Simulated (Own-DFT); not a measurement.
# Response to strain: hcp Ru, 36 atoms (Ru36)

These are calculations, not measurements. The program, named Own-DFT, is a retired in-house plane-wave density functional code that no person has reviewed. Each row is one single-point run on a periodic cell that was not relaxed, without spin or spin-orbit coupling.

Settings of every run: PBE; PseudoDojo norm-conserving scalar-relativistic files; cutoff 50 hartree; 5 x 5 x 4 k mesh centred on Gamma; cold (Marzari-Vanderbilt) smearing of 0.2 eV.

Known limits: forces on such cells failed a check on a denser k mesh; stress not checked against mesh or cutoff.

Unstrained cell vectors in Å: (8.118, 0.000, 0.000); (-4.059, 7.030, 0.000); (0.000, 0.000, 8.563). The unstrained cell has measured lattice constants (interpolated for alloys), not those of this functional. That, the random moves and any unrelaxed bonds set the pressure at no strain. Each run strains this cell uniformly, with the atoms carried along. Every atom was also moved at random, by a Gaussian of width 0.05 Å on each axis. Strain is the symmetric tensor, in per cent. Stress is positive in tension, and the pressure is minus a third of its trace.

| run | e_xx (%) | e_yy (%) | e_zz (%) | e_yz (%) | e_xz (%) | e_xy (%) | s_xx (GPa) | s_yy (GPa) | s_zz (GPa) | s_yz (GPa) | s_xz (GPa) | s_xy (GPa) | P (GPa) | E (meV/atom) |
|---|---|---|---|---|---|---|---|---|---|---|---|---|---|---|
| 1 | -0.72 | 1.72 | 0.63 | 1.95 | 1.05 | -0.56 | -8.06 | 2.03 | -2.98 | 7.30 | 4.46 | -2.41 | 3.00 | 20.5 |
| 2 | 0.97 | 0.05 | 1.17 | -1.00 | 0.71 | -0.93 | 0.18 | -3.45 | 0.74 | -3.33 | 1.91 | -4.12 | 0.84 | 5.6 |
| 3 | 1.31 | 1.20 | 1.04 | -1.29 | 1.66 | -0.07 | 3.87 | 3.89 | 2.86 | -4.46 | 5.46 | 0.00 | -3.54 | 1.3 |
| 4 | 1.30 | 1.01 | -0.22 | 0.32 | -1.41 | 1.14 | 1.00 | -0.48 | -6.50 | 0.93 | -5.28 | 4.02 | 1.99 | 21.3 |
| 5 | -1.11 | -0.88 | 1.46 | -1.46 | 0.60 | 0.91 | -13.38 | -12.86 | -1.22 | -4.81 | 2.35 | 3.37 | 9.15 | 14.7 |
| 6 | 0.62 | -0.66 | -0.14 | 1.25 | 0.14 | -0.86 | -5.21 | -11.74 | -9.82 | 4.99 | 0.99 | -3.27 | 8.92 | 24.3 |
| 7 | -0.92 | -1.37 | 1.74 | 1.82 | -0.29 | -1.10 | -12.90 | -14.44 | 0.17 | 6.33 | -0.70 | -5.45 | 9.06 | 11.3 |
| 8 | 1.06 | -0.51 | -0.42 | -0.76 | 1.19 | -1.56 | -3.80 | -9.92 | -9.69 | -2.54 | 4.36 | -7.30 | 7.80 | 19.0 |
| 9 | 1.08 | 0.43 | 1.01 | -0.95 | 0.11 | -1.89 | 1.59 | -1.83 | 1.97 | -3.41 | 0.04 | -7.21 | -0.58 | 0.0 |
| 10 | -0.70 | 0.96 | 0.19 | 0.32 | 0.68 | -0.39 | -9.15 | -2.91 | -6.39 | 1.12 | 2.39 | -1.74 | 6.15 | 5.8 |
| 11 | -1.01 | 0.22 | -0.30 | 1.65 | -1.16 | 0.23 | -14.94 | -9.55 | -11.90 | 6.36 | -4.45 | 1.28 | 12.13 | 32.8 |
| 12 | 1.24 | -1.86 | -1.72 | 0.97 | -1.64 | 0.58 | -8.38 | -21.83 | -22.43 | 4.44 | -6.80 | 2.65 | 17.55 | 59.1 |
| 13 | -0.20 | 1.93 | 0.40 | 0.35 | -0.22 | -0.55 | -4.63 | 3.35 | -2.07 | 1.46 | -0.75 | -1.80 | 1.12 | 6.2 |
| 14 | -0.85 | -1.84 | -0.32 | -0.13 | 0.76 | -1.44 | -18.34 | -23.71 | -16.13 | -0.11 | 3.22 | -6.41 | 19.40 | 57.4 |
| 15 | 1.96 | -1.38 | 1.09 | -1.07 | -1.37 | 1.80 | 2.72 | -9.91 | 0.18 | -3.44 | -5.24 | 7.35 | 2.33 | 12.3 |
| 16 | -0.41 | 0.40 | -1.13 | -1.44 | 0.19 | 1.23 | ? | ? | ? | ? | ? | ? | ? | ? |

E is the free energy for each atom above the lowest run shown.

## Worked fit

Each stress component was fitted by least squares to a constant and the strains of the runs shown, as fractions, with shears doubled. Shear strains stay in the fit of a normal stress only where such slopes are resolved. The slopes, in GPa:

| stress | at no strain | per e_xx | per e_yy | per e_zz | scatter |
|---|---|---|---|---|---|
| s_xx | -8.2 | 599 ± 13 | 207 ± 11 | 214 ± 15 | 0.51 |
| s_yy | -8.6 | 210 ± 15 | 617 ± 13 | 248 ± 18 | 0.58 |
| s_zz | -8.6 | 168 ± 15 | 177 ± 13 | 721 ± 18 | 0.61 |

Each shear stress against twice its own strain: yz 181 ± 5, xz 190 ± 8, xy 202 ± 9 GPa. These are stiffnesses along x, y and z of the frame in which the cell vectors are given, which need not be the crystal's axes. The atoms are held to the strained lattice; where symmetry lets them move under strain, relaxing them would lower some slopes. The table should be nearly symmetric about its diagonal, and what it lacks of that shows the noise. A ninth of its sum, 351 ± 9 GPa, estimates the bulk modulus near the mean pressure of these runs, 6.4 GPa, so it lies above the value at zero pressure.

## Withheld run

Question: what normal stresses and pressure should run 16 give?

The fit gives s_xx = -12.3, s_yy = -9.8, s_zz = -16.7 and P = 12.9 GPa. The calculation gave -12.19, -8.95, -16.67 and P = 12.60 GPa.
